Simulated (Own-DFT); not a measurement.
Si23GeO48 (quartz with substituted atoms, atoms displaced) (calculated)

A calculation, not a measurement: plane-wave PBE and HSE06 DFT by an unreviewed code, no spin, of a simulated cell at Gamma alone, so results move with cell size and shape, stress positive in tension, energies less offsets, not probed for a lower state with spin; oxygen file: force components 24 meV/angstrom off all-electron in a glass; k mesh not checked against a denser one; forces and stress are PBE's, HSE06 gives the energy alone, and its difference from PBE has offsets of its own; offsets are fitted by least squares, one for each functional and potential file, so energies compare only between cells with the same atoms and settings and are not formation energies; the far tail of each file's local potential was reset to the Coulomb form; each entry is a single point on an unrelaxed cell, so the pressure reflects the starting lattice, mostly measured values (interpolated for alloys), from which strain is counted, and rises with the displacements; printed positions are rounded, which can move forces by about a meV/angstrom; the program, named Own-DFT, is a retired in-house code; no spin-orbit coupling. Program: Own-DFT development build.

Common to all runs: first functional PBE; second functional HSE06; exact exchange share 0.25; screening 0.11 1/bohr; exchange divergence Gygi-Baldereschi; potential files PseudoDojo norm-conserving, scalar-relativistic, made for PBE, standard set; wave cutoff 48 hartree; occupations fixed; k mesh 1 x 1 x 1 centred on Gamma.

(1) 
```cif
# cell vector a (Å): 9.8268 0.0000 0.0000
# cell vector b (Å): -4.9134 8.5103 0.0000
# cell vector c (Å): 0.0000 0.0000 10.8104
data_Si23GeO48
_symmetry_space_group_name_H-M 'P 1'
_symmetry_Int_Tables_number 1
_cell_length_a 9.8268
_cell_length_b 9.8268
_cell_length_c 10.8104
_cell_angle_alpha 90.000
_cell_angle_beta 90.000
_cell_angle_gamma 120.000
_cell_volume 904.06
loop_
_atom_site_label
_atom_site_type_symbol
_atom_site_fract_x
_atom_site_fract_y
_atom_site_fract_z
_atom_site_occupancy
Si1 Si 0.23927 0.99617 0.99912 1
Si2 Si 0.00089 0.23617 0.32975 1
Si3 Si 0.27153 0.26771 0.16490 1
O1 O 0.21935 0.14736 0.06111 1
O2 O 0.43251 0.29852 0.21924 1
O3 O 0.36206 0.06852 0.38741 1
O4 O 0.08039 0.36560 0.44058 1
O5 O 0.13813 0.20864 0.27808 1
O6 O 0.29154 0.42188 0.10495 1
Si4 Si 0.23447 0.99095 0.49842 1
Si5 Si 0.98967 0.22564 0.82865 1
Si6 Si 0.26464 0.25764 0.66602 1
O7 O 0.20464 0.13079 0.55808 1
O8 O 0.42747 0.28807 0.72274 1
O9 O 0.35454 0.07471 0.88114 1
O10 O 0.08332 0.36512 0.93244 1
O11 O 0.13680 0.20550 0.77322 1
O12 O 0.29858 0.43016 0.60826 1
Si7 Si 0.22006 0.49124 0.99250 1
Ge1 Ge 0.00792 0.73922 0.32669 1
Si8 Si 0.27431 0.77735 0.17124 1
O13 O 0.21156 0.64292 0.07114 1
O14 O 0.42022 0.78457 0.22850 1
O15 O 0.36729 0.56362 0.39161 1
O16 O 0.06775 0.85664 0.44589 1
O17 O 0.13863 0.70921 0.27399 1
O18 O 0.29200 0.92710 0.10582 1
Si9 Si 0.23282 0.49810 0.49649 1
Si10 Si 0.00098 0.73686 0.82857 1
Si11 Si 0.25877 0.76919 0.67239 1
O19 O 0.22053 0.63749 0.56361 1
O20 O 0.42584 0.78788 0.72745 1
O21 O 0.36543 0.57201 0.89542 1
O22 O 0.07381 0.87855 0.93680 1
O23 O 0.13409 0.70216 0.77200 1
O24 O 0.29752 0.93067 0.61204 1
Si12 Si 0.74417 0.00859 0.00039 1
Si13 Si 0.49214 0.23507 0.33937 1
Si14 Si 0.76768 0.27135 0.16925 1
O25 O 0.70814 0.13271 0.05868 1
O26 O 0.93062 0.29676 0.22938 1
O27 O 0.86467 0.07229 0.38786 1
O28 O 0.58262 0.37453 0.44133 1
O29 O 0.63827 0.20271 0.27676 1
O30 O 0.79338 0.42974 0.10711 1
Si15 Si 0.73240 0.99403 0.50209 1
Si16 Si 0.49915 0.23803 0.83138 1
Si17 Si 0.77479 0.27025 0.66776 1
O31 O 0.71357 0.13668 0.55002 1
O32 O 0.93115 0.29562 0.72989 1
O33 O 0.86118 0.06435 0.89740 1
O34 O 0.57355 0.37312 0.93510 1
O35 O 0.63605 0.20386 0.76738 1
O36 O 0.79143 0.42662 0.59612 1
Si18 Si 0.73373 0.49789 0.00228 1
Si19 Si 0.50301 0.73544 0.33891 1
Si20 Si 0.77087 0.76826 0.16442 1
O37 O 0.71107 0.63739 0.06589 1
O38 O 0.92412 0.79309 0.22472 1
O39 O 0.86724 0.57060 0.39759 1
O40 O 0.57559 0.86563 0.44842 1
O41 O 0.63832 0.71006 0.26223 1
O42 O 0.79157 0.93265 0.10231 1
Si21 Si 0.72961 0.49343 0.48549 1
Si22 Si 0.50939 0.73227 0.83957 1
Si23 Si 0.76273 0.76614 0.66721 1
O43 O 0.70390 0.64041 0.55819 1
O44 O 0.92677 0.79401 0.73159 1
O45 O 0.87540 0.57385 0.89053 1
O46 O 0.57732 0.88381 0.93516 1
O47 O 0.63946 0.70966 0.77553 1
O48 O 0.80563 0.94404 0.60246 1
_calc_PBE_energy_of_cell_above_offsets '-15.486'  # eV
_calc_HSE06_less_PBE_above_offsets '-0.220'  # eV
_calc_PBE_pressure 11.08  # GPa
_calc_PBE_stress_xx -12.44  # GPa
_calc_PBE_stress_yy -8.68  # GPa
_calc_PBE_stress_zz -12.11  # GPa
_calc_PBE_stress_yz 0.39  # GPa
_calc_PBE_stress_xz -2.93  # GPa
_calc_PBE_stress_xy -3.9  # GPa
```

Force:
```tsv
element	x (eV/Å)	y (eV/Å)	z (eV/Å)
Si	-3.052	3.424	-1.171
Si	1.247	-1.382	2.396
Si	-2.77	0.966	2.478
O	1.409	-5.106	-3.65
O	3.007	-0.021	2.824
O	-0.185	-0.777	0.523
O	-2.295	-1.915	-1.057
O	1.234	-0.045	-0.99
O	-1.908	2.388	-1.514
Si	-1.769	1.448	1.36
Si	4.543	-1.008	2.191
Si	-1.201	2.692	-0.966
O	0.944	-1.647	-1.417
O	-0.131	0.909	-0.988
O	0.973	-0.259	0.777
O	-5.093	-5.896	-3.14
O	-1.957	-0.755	1.128
O	0.186	-1.355	0.104
Si	5.38	7.645	6.705
Ge	-3.867	-2.349	2.72
Si	-0.625	-2.56	-0.8
O	0.631	-3.669	-3.545
O	3.463	1.283	2.277
O	0.866	1.505	-0.938
O	0.368	3.37	3.616
O	6.189	-1.091	-1.898
O	0.696	1.424	0.889
Si	2.458	1.474	2.972
Si	1.373	0.149	3.149
Si	6.765	-0.943	-2.445
O	-1.379	0.478	-0.498
O	0.079	0.019	0.742
O	0.473	0.235	-0.006
O	-0.048	-1.679	-0.595
O	-3.171	-1.102	3.063
O	-0.583	1.24	-0.896
Si	-4.708	-2.796	1.15
Si	2.662	1.197	-3.348
Si	0.944	-2.307	-0.374
O	-1.433	3.27	1.739
O	-1.709	1.246	-2.256
O	-0.264	-0.533	0.226
O	-7.953	-9.158	-4.779
O	-2.856	0.452	1.328
O	0.756	-0.115	0.876
Si	0.529	4.629	-3.06
Si	2.181	-1.155	-0.553
Si	-2.686	-0.6	-3.986
O	-0.903	2.071	2.159
O	-1.005	1.25	-1.78
O	3.996	3.47	-5.221
O	0.031	-0.045	0.473
O	-1.546	0.193	1.646
O	1.065	-0.929	1.753
Si	-0.107	2.641	-2.165
Si	0.693	-1.237	-1.555
Si	-2.041	3.193	-1.041
O	0.739	-2.967	-3.368
O	-0.522	2.299	-2.507
O	1.857	0.354	-2.932
O	-2.026	-3.004	-1.855
O	-3.47	-0.557	3.689
O	2.946	-2.449	3.17
Si	4.087	8.694	8.697
Si	-4.747	1.919	-0.331
Si	1.448	1.921	-1.99
O	1.012	-1.664	-1.4
O	-2.265	1.045	-2.76
O	-1.364	-1.417	1.766
O	0.248	-1.569	-0.242
O	0.705	-0.651	0.652
O	3.459	-3.782	4.778
```

(2) 
```cif
# cell vector a (Å): 9.8268 0.0000 0.0000
# cell vector b (Å): -4.9134 8.5103 0.0000
# cell vector c (Å): 0.0000 0.0000 10.8104
data_Si23GeO48
_symmetry_space_group_name_H-M 'P 1'
_symmetry_Int_Tables_number 1
_cell_length_a 9.8268
_cell_length_b 9.8268
_cell_length_c 10.8104
_cell_angle_alpha 90.000
_cell_angle_beta 90.000
_cell_angle_gamma 120.000
_cell_volume 904.06
loop_
_atom_site_label
_atom_site_type_symbol
_atom_site_fract_x
_atom_site_fract_y
_atom_site_fract_z
_atom_site_occupancy
Si1 Si 0.24390 0.00780 0.00006 1
Si2 Si 0.00616 0.23187 0.33766 1
Si3 Si 0.26618 0.27496 0.16732 1
O1 O 0.20309 0.13157 0.05005 1
O2 O 0.42158 0.29468 0.22599 1
O3 O 0.35173 0.06653 0.39615 1
O4 O 0.07700 0.37496 0.44489 1
O5 O 0.13262 0.20619 0.27069 1
O6 O 0.28688 0.42009 0.10646 1
Si4 Si 0.23141 0.99363 0.49524 1
Ge1 Ge 0.00289 0.23096 0.83343 1
Si5 Si 0.26922 0.26288 0.66877 1
O7 O 0.19477 0.13279 0.55261 1
O8 O 0.42568 0.29401 0.73108 1
O9 O 0.36816 0.07675 0.89631 1
O10 O 0.07772 0.36821 0.94567 1
O11 O 0.13689 0.20067 0.77232 1
O12 O 0.27985 0.42308 0.60487 1
Si6 Si 0.24110 0.50387 0.00327 1
Si7 Si 0.99851 0.73926 0.33483 1
Si8 Si 0.26535 0.76916 0.16297 1
O13 O 0.20196 0.61970 0.05638 1
O14 O 0.43408 0.79645 0.22614 1
O15 O 0.37363 0.57598 0.39566 1
O16 O 0.07344 0.87386 0.43870 1
O17 O 0.13752 0.71198 0.27785 1
O18 O 0.29716 0.92510 0.11130 1
Si9 Si 0.22948 0.49694 0.49709 1
Si10 Si 0.99313 0.72914 0.82987 1
Si11 Si 0.26288 0.76467 0.66267 1
O19 O 0.20488 0.63527 0.55442 1
O20 O 0.43066 0.79153 0.72397 1
O21 O 0.36703 0.57778 0.89136 1
O22 O 0.06688 0.85090 0.94858 1
O23 O 0.14075 0.70927 0.77742 1
O24 O 0.29013 0.92668 0.59979 1
Si12 Si 0.72787 0.99192 0.99713 1
Si13 Si 0.51156 0.25020 0.32690 1
Si14 Si 0.76726 0.26958 0.17504 1
O25 O 0.69897 0.13682 0.06064 1
O26 O 0.92587 0.29050 0.22497 1
O27 O 0.86626 0.07160 0.39613 1
O28 O 0.57374 0.36424 0.43823 1
O29 O 0.62899 0.21065 0.27754 1
O30 O 0.78791 0.42611 0.09748 1
Si15 Si 0.73081 0.00187 0.49325 1
Si16 Si 0.49954 0.24158 0.83080 1
Si17 Si 0.75961 0.27645 0.66766 1
O31 O 0.70620 0.12031 0.56265 1
O32 O 0.92930 0.29223 0.72798 1
O33 O 0.85898 0.06733 0.89610 1
O34 O 0.57678 0.36490 0.94336 1
O35 O 0.63179 0.21347 0.77373 1
O36 O 0.78822 0.42570 0.60836 1
Si18 Si 0.73419 0.49586 0.99827 1
Si19 Si 0.50330 0.72787 0.33270 1
Si20 Si 0.76849 0.76874 0.17070 1
O37 O 0.71089 0.62964 0.05923 1
O38 O 0.92914 0.79937 0.22526 1
O39 O 0.86712 0.58029 0.39242 1
O40 O 0.57882 0.87983 0.43491 1
O41 O 0.63286 0.70034 0.27314 1
O42 O 0.79883 0.93357 0.10216 1
Si21 Si 0.74053 0.51636 0.49227 1
Si22 Si 0.51283 0.74463 0.83611 1
Si23 Si 0.76245 0.76178 0.66196 1
O43 O 0.70481 0.64427 0.56056 1
O44 O 0.91537 0.78922 0.73235 1
O45 O 0.85978 0.57200 0.89263 1
O46 O 0.56777 0.86431 0.94029 1
O47 O 0.63247 0.71090 0.77295 1
O48 O 0.79504 0.92692 0.61050 1
_calc_PBE_energy_of_cell_above_offsets '-14.941'  # eV
_calc_HSE06_less_PBE_above_offsets '-0.261'  # eV
_calc_PBE_pressure 12.23  # GPa
_calc_PBE_stress_xx -14.27  # GPa
_calc_PBE_stress_yy -10.72  # GPa
_calc_PBE_stress_zz -11.69  # GPa
_calc_PBE_stress_yz 1.43  # GPa
_calc_PBE_stress_xz 1.43  # GPa
_calc_PBE_stress_xy -0.28  # GPa
```

Force:
```tsv
element	x (eV/Å)	y (eV/Å)	z (eV/Å)
Si	-1.844	-4.849	0.598
Si	-2.948	1.143	0.358
Si	1.33	-6.081	-1.128
O	-1.26	3.082	3.016
O	1.345	0.647	0.124
O	4.8	5.28	-5.824
O	-3.684	-5.559	-4.286
O	0.669	-0.489	0.394
O	-0.154	3.808	-0.523
Si	-2.641	3.118	3.628
Ge	-0.45	0.415	2.401
Si	-3.433	-0.255	-3.742
O	1.369	0.235	1.132
O	-0.523	1.602	-2.163
O	1.8	1.059	-2.37
O	-0.055	0.847	1.365
O	3.632	-1.169	-0.695
O	2.132	-1.096	1.87
Si	1.761	-2.913	-4.533
Si	2.264	2.283	-1.702
Si	2.576	-4.71	1.927
O	-3.921	6.276	4.445
O	-0.906	-0.799	-0.635
O	-0.673	-2.032	0.842
O	-2.905	-3.414	-1.194
O	-0.373	-0.286	-0.369
O	-1.671	4.07	-2.491
Si	3.216	4.65	2.349
Si	2.122	1.052	2.212
Si	2.021	0.485	1.256
O	-0.341	0.037	-0.292
O	-1.242	0.32	-0.636
O	0.872	0.148	0.28
O	1.243	1.733	-0.019
O	-1.434	-0.177	-0.257
O	1.346	-1.22	2.409
Si	-1.44	3.99	2.242
Si	-6.477	-4.42	2.454
Si	-1.031	-0.885	-4.529
O	1.006	-1.057	0.252
O	2.098	0.241	2.147
O	2.112	1.452	-2.169
O	0.563	3.575	2.442
O	4.85	-0.8	-1.859
O	3.848	-2.881	5.49
Si	4.302	-1.451	4.022
Si	1.578	-1.587	4.017
Si	5.877	-6.482	0.868
O	-3.677	5.983	3.507
O	-5.482	1.947	-4.686
O	-0.07	-2.099	-0.296
O	-2.186	-1.682	-1.305
O	0.37	-0.657	0.001
O	-2.545	5.598	-3.9
Si	-1.554	2.456	-1.392
Si	-2.578	3.937	0.343
Si	-0.839	-0.404	-4.245
O	-1.589	2.464	1.956
O	1.316	0.216	1.014
O	1.091	-0.458	-1.355
O	-2.211	-4.979	-2.995
O	1.439	-0.44	0.072
O	1.011	-2.233	2.326
Si	-2.283	-3.885	4.179
Si	-4.282	-3.857	-2.804
Si	-1.847	5.205	5.077
O	1.117	-5.756	-5.61
O	1.203	0.339	-0.798
O	1.11	-0.37	-1.775
O	-0.89	1.659	2.499
O	2.971	-0.911	-1.037
O	-0.923	0.988	-1.89
```

(3) 
```cif
# cell vector a (Å): 9.8268 0.0000 0.0000
# cell vector b (Å): -4.9134 8.5103 0.0000
# cell vector c (Å): 0.0000 0.0000 10.8104
data_Si23GeO48
_symmetry_space_group_name_H-M 'P 1'
_symmetry_Int_Tables_number 1
_cell_length_a 9.8268
_cell_length_b 9.8268
_cell_length_c 10.8104
_cell_angle_alpha 90.000
_cell_angle_beta 90.000
_cell_angle_gamma 120.000
_cell_volume 904.06
loop_
_atom_site_label
_atom_site_type_symbol
_atom_site_fract_x
_atom_site_fract_y
_atom_site_fract_z
_atom_site_occupancy
Si1 Si 0.24249 0.99969 0.00434 1
Si2 Si 0.99558 0.23071 0.33059 1
Si3 Si 0.25448 0.26155 0.16568 1
O1 O 0.21058 0.13493 0.06846 1
O2 O 0.43225 0.29094 0.23131 1
O3 O 0.37624 0.07735 0.38864 1
O4 O 0.07686 0.36262 0.43703 1
O5 O 0.12643 0.20348 0.27455 1
O6 O 0.29617 0.42907 0.10665 1
Si4 Si 0.25183 0.01350 0.50710 1
Si5 Si 0.99933 0.24138 0.83531 1
Si6 Si 0.25214 0.25441 0.67688 1
O7 O 0.20723 0.13360 0.56647 1
O8 O 0.43697 0.30229 0.72783 1
O9 O 0.37191 0.06512 0.89863 1
O10 O 0.07058 0.36565 0.93252 1
O11 O 0.13493 0.20117 0.76882 1
O12 O 0.27906 0.41738 0.60524 1
Si7 Si 0.23744 0.50487 0.00170 1
Ge1 Ge 0.98289 0.73513 0.33625 1
Si8 Si 0.26572 0.75924 0.16430 1
O13 O 0.19559 0.63511 0.05815 1
O14 O 0.41958 0.79491 0.22939 1
O15 O 0.36596 0.57591 0.40034 1
O16 O 0.07572 0.85985 0.44508 1
O17 O 0.14013 0.71322 0.27609 1
O18 O 0.29497 0.93296 0.10146 1
Si9 Si 0.23142 0.49313 0.49753 1
Si10 Si 0.00855 0.73987 0.83896 1
Si11 Si 0.26480 0.76095 0.66825 1
O19 O 0.20592 0.64226 0.55902 1
O20 O 0.41965 0.78447 0.72652 1
O21 O 0.36742 0.57678 0.89677 1
O22 O 0.07369 0.86496 0.94044 1
O23 O 0.14029 0.71215 0.76627 1
O24 O 0.29738 0.92753 0.60392 1
Si12 Si 0.74171 0.99785 0.99921 1
Si13 Si 0.49137 0.23302 0.32799 1
Si14 Si 0.76358 0.25791 0.16704 1
O25 O 0.70144 0.13562 0.05885 1
O26 O 0.91421 0.29015 0.23642 1
O27 O 0.86536 0.08489 0.39994 1
O28 O 0.57529 0.37553 0.45245 1
O29 O 0.62980 0.20999 0.26535 1
O30 O 0.78868 0.42275 0.10064 1
Si15 Si 0.73037 0.00076 0.50413 1
Si16 Si 0.51043 0.24280 0.84557 1
Si17 Si 0.76754 0.27265 0.66401 1
O31 O 0.71180 0.13413 0.56391 1
O32 O 0.92661 0.29806 0.72738 1
O33 O 0.86324 0.06247 0.89149 1
O34 O 0.56638 0.36320 0.93913 1
O35 O 0.64305 0.20858 0.77378 1
O36 O 0.79612 0.42567 0.60519 1
Si18 Si 0.72988 0.49330 0.99352 1
Si19 Si 0.49838 0.74039 0.33712 1
Si20 Si 0.76917 0.77094 0.17139 1
O37 O 0.70418 0.63243 0.06423 1
O38 O 0.93910 0.80673 0.22686 1
O39 O 0.87220 0.58117 0.39478 1
O40 O 0.56941 0.86674 0.43872 1
O41 O 0.63127 0.70151 0.27901 1
O42 O 0.79957 0.93070 0.11290 1
Si21 Si 0.73240 0.49984 0.50059 1
Si22 Si 0.50624 0.74621 0.82322 1
Si23 Si 0.76356 0.77358 0.66395 1
O43 O 0.69808 0.62576 0.56139 1
O44 O 0.92728 0.79208 0.72869 1
O45 O 0.86348 0.56640 0.89424 1
O46 O 0.57892 0.86367 0.93861 1
O47 O 0.63786 0.70355 0.77355 1
O48 O 0.79799 0.92336 0.60964 1
_calc_PBE_energy_of_cell_above_offsets '-12.069'  # eV
_calc_HSE06_less_PBE_above_offsets '-0.312'  # eV
_calc_PBE_pressure 13.55  # GPa
_calc_PBE_stress_xx -8.98  # GPa
_calc_PBE_stress_yy -13.92  # GPa
_calc_PBE_stress_zz -17.76  # GPa
_calc_PBE_stress_yz 1.41  # GPa
_calc_PBE_stress_xz -1.5  # GPa
_calc_PBE_stress_xy -0.93  # GPa
```

Force:
```tsv
element	x (eV/Å)	y (eV/Å)	z (eV/Å)
Si	-4.806	1.855	-4.033
Si	-0.592	1.742	1.956
Si	2.772	2.677	3.077
O	0.378	-2.876	-3.347
O	-8.354	2.975	-7.099
O	-1.751	-3.288	2.896
O	-1.374	-0.669	-0.72
O	1.647	-0.44	-1.048
O	-0.415	-0.15	0.449
Si	-2.19	-3.096	-3.592
Si	0.533	-5.202	-3.94
Si	9.316	6.717	-7.667
O	0.014	-0.673	-1.26
O	-1.087	-1.304	0.847
O	0.764	2.278	-1.587
O	1.276	4.202	4.71
O	-9.312	-3.287	9.57
O	1.096	-0.923	1.922
Si	-1.068	-0.193	-1.105
Ge	9.185	5.31	-1.292
Si	-4.827	2.661	1.744
O	0.96	-2.242	-1.976
O	3.617	0.425	0.78
O	1.511	1.271	-2.067
O	1.611	6.285	5.106
O	0.852	-0.463	-1.108
O	4.813	-4.532	5.98
Si	-1.865	2.524	2.377
Si	-1.69	-3.303	-3.82
Si	-0.574	2.567	-4.122
O	1.471	-3.533	-2.453
O	0.39	1.859	-1.733
O	0.74	1.397	-1.299
O	0.637	2.856	2.787
O	-3.827	-1.335	4.714
O	2.065	-0.605	2.254
Si	-2.806	0.368	1.806
Si	7.178	2.134	5.939
Si	-3.02	2.717	-1.339
O	2.049	-3.108	-2.342
O	1.974	0.941	-0.577
O	-0.367	-2.808	0.585
O	-2.747	-5.607	-4.415
O	-1.033	-0.657	1.904
O	0.961	-1.005	0.983
Si	1.693	-0.918	-0.72
Si	-0.738	-7.946	-9.5
Si	0.929	-1.944	1.456
O	-1.324	0.336	0.296
O	1.242	-0.022	0.132
O	1.891	2.753	-1.95
O	-0.668	5.467	5.989
O	-2.286	-0.111	2.059
O	-0.636	2.826	-1.316
Si	-0.342	2.661	3.579
Si	0.327	-3.225	-2.102
Si	0.384	-2.814	-0.186
O	0.583	-0.259	-0.381
O	-6.426	3.586	-7.817
O	-4.083	-12.93	6
O	0.538	2.744	2.688
O	-0.24	0.918	-0.215
O	-0.815	1.607	-0.684
Si	2.78	2.361	0.886
Si	2.831	-3.894	4.415
Si	5.548	-8.199	2.668
O	-0.71	2.752	1.302
O	-0.393	-0.025	0.009
O	1.627	1.922	-2.043
O	-0.335	0.6	0.455
O	-1.975	0.22	0.698
O	-3.508	7.074	-4.172
```

(4) 
```cif
# cell vector a (Å): 9.8268 0.0000 0.0000
# cell vector b (Å): -4.9134 8.5103 0.0000
# cell vector c (Å): 0.0000 0.0000 10.8104
data_Si23GeO48
_symmetry_space_group_name_H-M 'P 1'
_symmetry_Int_Tables_number 1
_cell_length_a 9.8268
_cell_length_b 9.8268
_cell_length_c 10.8104
_cell_angle_alpha 90.000
_cell_angle_beta 90.000
_cell_angle_gamma 120.000
_cell_volume 904.06
loop_
_atom_site_label
_atom_site_type_symbol
_atom_site_fract_x
_atom_site_fract_y
_atom_site_fract_z
_atom_site_occupancy
Si1 Si 0.23847 0.99875 0.98937 1
Si2 Si 0.99447 0.24093 0.32445 1
Si3 Si 0.26511 0.26668 0.16300 1
O1 O 0.20762 0.13101 0.06591 1
O2 O 0.42455 0.30165 0.23059 1
O3 O 0.36903 0.08029 0.38981 1
O4 O 0.07382 0.36106 0.43363 1
O5 O 0.12866 0.20029 0.26806 1
O6 O 0.29794 0.42446 0.11156 1
Si4 Si 0.24013 0.00127 0.49997 1
Si5 Si 0.99041 0.22656 0.83079 1
Si6 Si 0.26999 0.26938 0.66698 1
O7 O 0.21240 0.13406 0.56474 1
O8 O 0.43141 0.30075 0.73058 1
O9 O 0.37109 0.07546 0.89197 1
O10 O 0.06427 0.35410 0.93575 1
O11 O 0.12888 0.20622 0.78233 1
O12 O 0.29201 0.43645 0.60643 1
Ge1 Ge 0.23655 0.50272 0.00748 1
Si7 Si 0.98965 0.73254 0.34178 1
Si8 Si 0.26079 0.76624 0.16322 1
O13 O 0.21879 0.63709 0.06356 1
O14 O 0.43247 0.79933 0.22995 1
O15 O 0.36625 0.57432 0.39392 1
O16 O 0.07512 0.87436 0.43948 1
O17 O 0.13755 0.70445 0.27081 1
O18 O 0.28732 0.91886 0.12030 1
Si9 Si 0.23281 0.49735 0.50136 1
Si10 Si 0.00094 0.73319 0.83349 1
Si11 Si 0.26248 0.76517 0.66541 1
O19 O 0.20702 0.64080 0.55908 1
O20 O 0.41894 0.78703 0.72647 1
O21 O 0.35406 0.57769 0.89065 1
O22 O 0.08047 0.87714 0.93849 1
O23 O 0.12869 0.70509 0.77052 1
O24 O 0.29483 0.93263 0.60352 1
Si12 Si 0.73867 0.99871 0.99879 1
Si13 Si 0.49141 0.22992 0.33491 1
Si14 Si 0.75823 0.25773 0.16618 1
O25 O 0.70893 0.13036 0.06241 1
O26 O 0.92859 0.28785 0.22463 1
O27 O 0.87078 0.07836 0.39527 1
O28 O 0.56744 0.35751 0.43825 1
O29 O 0.63238 0.20218 0.27326 1
O30 O 0.79546 0.43068 0.10613 1
Si15 Si 0.73968 0.99810 0.50067 1
Si16 Si 0.50256 0.24549 0.83333 1
Si17 Si 0.76135 0.26860 0.67279 1
O31 O 0.70492 0.12910 0.55434 1
O32 O 0.92336 0.28825 0.71978 1
O33 O 0.86284 0.07322 0.89128 1
O34 O 0.57228 0.36826 0.94303 1
O35 O 0.62936 0.20419 0.77506 1
O36 O 0.79689 0.43152 0.60715 1
Si18 Si 0.74034 0.49364 0.99801 1
Si19 Si 0.49928 0.73524 0.34029 1
Si20 Si 0.76795 0.76000 0.17058 1
O37 O 0.70866 0.63629 0.06451 1
O38 O 0.92684 0.79052 0.22037 1
O39 O 0.87111 0.57457 0.39268 1
O40 O 0.58276 0.86344 0.43914 1
O41 O 0.63544 0.70465 0.27127 1
O42 O 0.78904 0.92877 0.10396 1
Si21 Si 0.74567 0.50122 0.50099 1
Si22 Si 0.50075 0.73872 0.83166 1
Si23 Si 0.76165 0.76340 0.65974 1
O43 O 0.69704 0.63096 0.57008 1
O44 O 0.92503 0.79289 0.72799 1
O45 O 0.87384 0.57696 0.88460 1
O46 O 0.56848 0.85595 0.94246 1
O47 O 0.63439 0.70907 0.77723 1
O48 O 0.79332 0.92180 0.60038 1
_calc_PBE_energy_of_cell_above_offsets '-15.347'  # eV
_calc_HSE06_less_PBE_above_offsets '-0.362'  # eV
_calc_PBE_pressure 12.59  # GPa
_calc_PBE_stress_xx -9.08  # GPa
_calc_PBE_stress_yy -14.69  # GPa
_calc_PBE_stress_zz -14.01  # GPa
_calc_PBE_stress_yz 1.49  # GPa
_calc_PBE_stress_xz -2.28  # GPa
_calc_PBE_stress_xy 0.21  # GPa
```

Force:
```tsv
element	x (eV/Å)	y (eV/Å)	z (eV/Å)
Si	0.507	2.375	7.184
Si	7.122	-4.691	5.171
Si	0.442	-2.701	3.156
O	1.346	-2.279	-2.959
O	1.57	-0.246	0.407
O	-2.077	-5.786	2.673
O	0.189	2.503	2.16
O	-1.174	0.37	0.564
O	0.962	1.91	0.862
Si	-1.632	1.42	-1.987
Si	0.143	2.401	-0.441
Si	-2.797	0.192	1.267
O	-0.313	0.456	-0.214
O	-1.413	1.002	-1.722
O	1.488	1.191	-1.651
O	-0.826	1.411	1.831
O	4.127	0.19	-3.351
O	2.8	-2.932	3.496
Ge	0.648	-6.972	-3.638
Si	4.805	5.074	-5.559
Si	4.816	-3.263	4.806
O	-5.617	5.065	1.956
O	-0.857	-0.45	-0.256
O	-0.41	-1.355	0.854
O	-0.594	-0.777	0.015
O	-4.087	-0.985	3.306
O	-3.537	7.777	-5.844
Si	-2.725	1.805	-3.23
Si	-0.84	4.332	-1.175
Si	-0.267	1.299	0.377
O	0.289	-2.324	-2.038
O	0.374	1.13	-0.577
O	3.386	1.818	-4.431
O	-2.279	-4.029	-2.279
O	1.369	0.021	-0.284
O	2.177	-1.865	2.576
Si	-2.576	-1.286	-0.549
Si	2.353	4.206	-4.663
Si	1.105	1.841	0.32
O	-0.686	-0.255	-1.415
O	-6.629	2.625	-6.607
O	0.231	-0.062	-0.684
O	2.158	4.074	3.165
O	-1.376	0.095	0.804
O	2.155	-2.219	2.132
Si	-1.117	1.956	-2.026
Si	1.018	-2.454	1.365
Si	1.537	-2.278	-3.7
O	-1.298	2.309	2.485
O	0.277	0.29	0.312
O	-0.519	-2.211	-0.371
O	0.091	0.392	0.259
O	-0.47	0.134	0.634
O	1.252	-0.799	1.809
Si	-2.559	4.411	-0.596
Si	0.716	-0.468	-4.6
Si	-3.731	2.659	-1.935
O	1.658	-3.436	-3.429
O	3.599	0.316	2.839
O	-1.162	-3.619	1.656
O	-0.526	1.064	1.915
O	-1.646	-0.403	2.158
O	2.8	-2.387	2.928
Si	-5.996	-0.902	-0.925
Si	-0.579	-2.305	0.392
Si	0.765	2.589	6.604
O	2.108	-6.047	-5.686
O	-0.472	0.199	-0.642
O	-2.1	-4.559	3.182
O	0.356	2.796	1.568
O	0.942	0.125	-1.278
O	1.208	0.524	1.544
```
